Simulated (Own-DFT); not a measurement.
# One trend across several semiconductors

The numbers are computed, not measured, by runs of the plane-wave DFT program Own-DFT (in-house, retired, unreviewed) at fixed positions, with no spin and no spin-orbit coupling.

Caveats (not all hold for every row): forces on such cells moved up to 12 meV/angstrom on a denser k mesh; forces not confirmed at this smearing and k mesh; k mesh not checked against a denser one; forces on such cells passed a denser k mesh, each cell not checked; stress not checked against mesh or cutoff.

All runs are PBE with PseudoDojo norm-conserving files; cutoff and k mesh are each material's own. Every cell starts from measured lattice constants and was given uniform random strains and small random moves of its atoms. Each triple is the change of volume in per cent, the rms move u in Å and the pressure in GPa.

- wurtzite AlN (Al64N64), 10.45 Å³/atom unstrained: (-1.12, 0.051, 8.03); (-0.70, 0.048, 6.70); (-0.38, 0.048, 6.54); (-0.21, 0.048, 6.23); (0.45, 0.054, 4.82); (0.84, 0.051, 3.89); (2.64, 0.047, 0.74)
- wurtzite GaN (Ga36N36), 11.42 Å³/atom unstrained: (-2.76, 0.050, 12.95); (-1.57, 0.047, 10.24); (-0.14, 0.052, 7.99); (0.24, 0.048, 6.86); (1.00, 0.051, 5.71); (1.73, 0.049, 3.56); (1.88, 0.049, 3.55)
- diamond silicon (Si64), 20.02 Å³/atom unstrained: withheld
- zincblende GaAs (As32Ga32), 22.58 Å³/atom unstrained: (-1.64, 0.051, 5.40); (-1.58, 0.048, 5.34); (-1.06, 0.048, 4.81); (-0.91, 0.054, 4.82); (-0.38, 0.046, 4.38); (1.53, 0.050, 2.91); (1.99, 0.046, 2.43)
- zincblende InP (In48P48), 25.27 Å³/atom unstrained: (-1.92, 0.050, 5.43); (-1.44, 0.051, 5.01); (-1.36, 0.048, 4.87); (0.79, 0.049, 3.13); (0.87, 0.046, 3.09); (1.02, 0.051, 2.95); (1.49, 0.052, 2.82)
- grey tin (Sn64), 34.15 Å³/atom unstrained: (-2.27, 0.049, 4.95); (-1.76, 0.045, 4.70); (-1.56, 0.049, 4.47); (-0.66, 0.053, 4.12); (-0.11, 0.051, 3.87); (0.08, 0.050, 3.87); (1.66, 0.048, 2.85)

## Fit

Fit a line to each set against the fractional change of volume; B is minus its slope, and u is nearly the same within a set. To take it to zero pressure, assume that B rises by 4 GPa for each GPa: B0 = B - 4 x (mean pressure). The bond length of an ideal tetrahedral crystal with the unstrained volume v is d = (√3/4)(8 v)^(1/3). Cohen's empirical rule reads B0 = (1971 - 220 L) d^(-3.5) GPa, with L = 0 for group IV crystals and SiC and 1 for III-V compounds.

```
material,L,d (Å),B (GPa),mean P (GPa),B0 (GPa),rule (GPa)
wurtzite AlN (Al64N64),1,1.893,191 ± 7,5.3,170 ± 7,188
wurtzite GaN (Ga36N36),1,1.950,201 ± 7,7.3,172 ± 7,169
diamond silicon (Si64),0,2.352,?,?,?,99
zincblende GaAs (As32Ga32),1,2.448,80 ± 2,4.3,62 ± 2,76
zincblende InP (In48P48),1,2.541,80 ± 3,3.9,64 ± 3,67
grey tin (Sn64),0,2.810,51 ± 3,4.1,35 ± 3,53
```

A line through ln[B0/(1971 - 220 L)] against ln d has a slope of -4.2 ± 0.4 and a scatter of 14 %. Against the rule, B0 stands at 91 % for wurtzite AlN, 102 % for wurtzite GaN, 82 % for zincblende GaAs, 96 % for zincblende InP, 65 % for grey tin. PBE tends to make silicon and heavier crystals too soft, and the rule itself is only a guide.

## Prediction

Asked: what B0 does the fitted trend give for diamond silicon (Si64)?

The line gives 84 GPa. Its own runs give B = 99 ± 3 GPa at a mean pressure of 2.9 GPa, so B0 = 88 GPa.
